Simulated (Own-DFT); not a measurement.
# What it costs to cut wurtzite AlN, m plane (10-10)

Calculated, not measured: single-point runs of Own-DFT, a retired in-house plane-wave DFT program that no person has reviewed, on unrelaxed cells, without spin or spin-orbit coupling.

Known weak points (not all hold for every row): some atoms lie very close together; k mesh not checked against a denser one.

Both sets of runs: PBE; PseudoDojo norm-conserving scalar-relativistic files; cutoff 42 hartree; Gaussian smearing of 0.01 eV. The slab has 128 atoms in 16 layers, two equal faces of 62.02 Å² as cut, 15 Å of vacuum, a dipole correction along the normal and a 6 x 3 x 1 mesh. The bulk cell has 128 atoms, the same measured lattice constants and a 3 x 3 x 3 mesh. In the slab only the 32 atoms nearest the faces were moved at random; u is their rms move along one axis. Energies are counted from -174.06 eV for each atom.

| slab run | u (Å) | E (eV, cell) |
|---|---|---|
| 1 | 0.0450 | 20.113 |
| 2 | 0.0471 | 19.581 |
| 3 | 0.0477 | 20.272 |
| 4 | 0.0481 | 21.293 |
| 5 | 0.0505 | 20.813 |
| 6 | 0.0517 | 22.167 |
| 7 | 0.0519 | 20.949 |
| 8 | 0.0897 | 25.388 |
| 9 | 0.0931 | 25.415 |
| 10 | 0.0958 | 25.247 |
| 11 | 0.1084 | 30.528 |
| 12 | 0.1084 | 27.896 |

```
bulk run   u (Å)  E (meV/atom)
       1  0.0197         -2.17
       2  0.0200         -1.79
       3  0.0205         -1.19
       4  0.0207         -0.83
       5  0.0208         -0.17
       6  0.0962        316.31
       7  0.0966        298.30
       8  0.1009        306.78
       9  0.1020        334.94
      10  0.1021        328.01
```

Question: what is the energy of the unrelaxed surface?

## Answer

Take each set to u = 0 with E = a + b u². Residuals are scaled by 1/(u² + 0.0006 Å²) to tame the large moves. Slab: a = 18.63 ± 0.41 eV. Bulk: a = -15.1 ± 0.5 meV/atom. The excess is 18.63 - 128 x (-0.0151) = 20.56 ± 0.41 eV. Over two faces that is 166 meV/Å², or 2.66 ± 0.05 J/m². Relaxing the faces would lower the energy, and the unlike meshes and the reach from the smallest u down to zero add errors that aren't counted here.
